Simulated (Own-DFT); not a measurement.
# Strain and stress in wurtzite AlGaN with randomly placed atoms, 96 atoms (Al12Ga36N48)

Calculated results; nothing here was measured. They come from Own-DFT, an in-house plane-wave density functional program, since retired, whose code no person has reviewed. Each row is one single-point run on a periodic cell that was not relaxed, without spin or spin-orbit coupling.

Settings of every run: PBE; PseudoDojo norm-conserving scalar-relativistic files (stringent for Ga); cutoff 96 hartree; 3 x 4 x 3 k mesh centred on Gamma; Gaussian smearing of 0.01 eV.

Known limits: k mesh not checked against a denser one; stress not checked against mesh or cutoff.

Unstrained cell vectors in Å: (12.679, 0.000, 0.000); (-4.755, 8.235, 0.000); (0.000, 0.000, 10.268). The unstrained cell has measured lattice constants (interpolated for alloys), not those of this functional. That, the random moves and any unrelaxed bonds set the pressure at no strain. Each run strains this cell uniformly, with the atoms carried along. Every atom was also moved at random, by a Gaussian of width 0.05 Å on each axis. The random placing of the alloy's atoms differs from row to row. Strain is the symmetric tensor, in per cent. Stress is positive in tension, and the pressure is minus a third of its trace.

```
run,e_xx (%),e_yy (%),e_zz (%),s_xx (GPa),s_yy (GPa),s_zz (GPa),P (GPa),E (meV/atom)
1,2.50,2.50,0.00,4.87,5.47,-4.53,-1.94,19.5
2,-1.00,-1.00,0.00,-13.66,-12.04,-8.81,11.50,31.7
3,-1.50,-1.50,0.00,-15.85,-17.60,-7.71,13.72,40.2
4,1.25,1.25,0.00,-0.17,-1.38,-4.29,1.95,0.0
5,-2.00,-2.00,0.00,-18.07,-20.42,-10.70,16.40,54.5
6,0.25,0.25,0.00,-4.37,-6.15,-7.54,6.02,13.9
7,-3.00,-3.00,0.00,-26.04,-27.26,-11.27,21.52,82.8
8,1.75,1.75,0.00,1.01,2.38,-4.06,0.22,1.8
9,0.75,0.75,0.00,?,?,?,?,?
```

E is the free energy for each atom above the lowest run shown.

## Worked fit

The change of volume is close to e_xx + e_yy + e_zz. A straight line through the runs shown gives P = 7.81 - 214 x (fractional change of volume) GPa, with an error of 7 on the slope and a scatter of 0.77 GPa. The strain isn't the same on all axes and the cell isn't cubic, so the slope belongs to this path and is not the bulk modulus.

## Withheld run

Question: what pressure should run 9 give? Its volume changes by 1.51 %.

The line gives 4.6 GPa. The calculation gave 4.25 GPa.
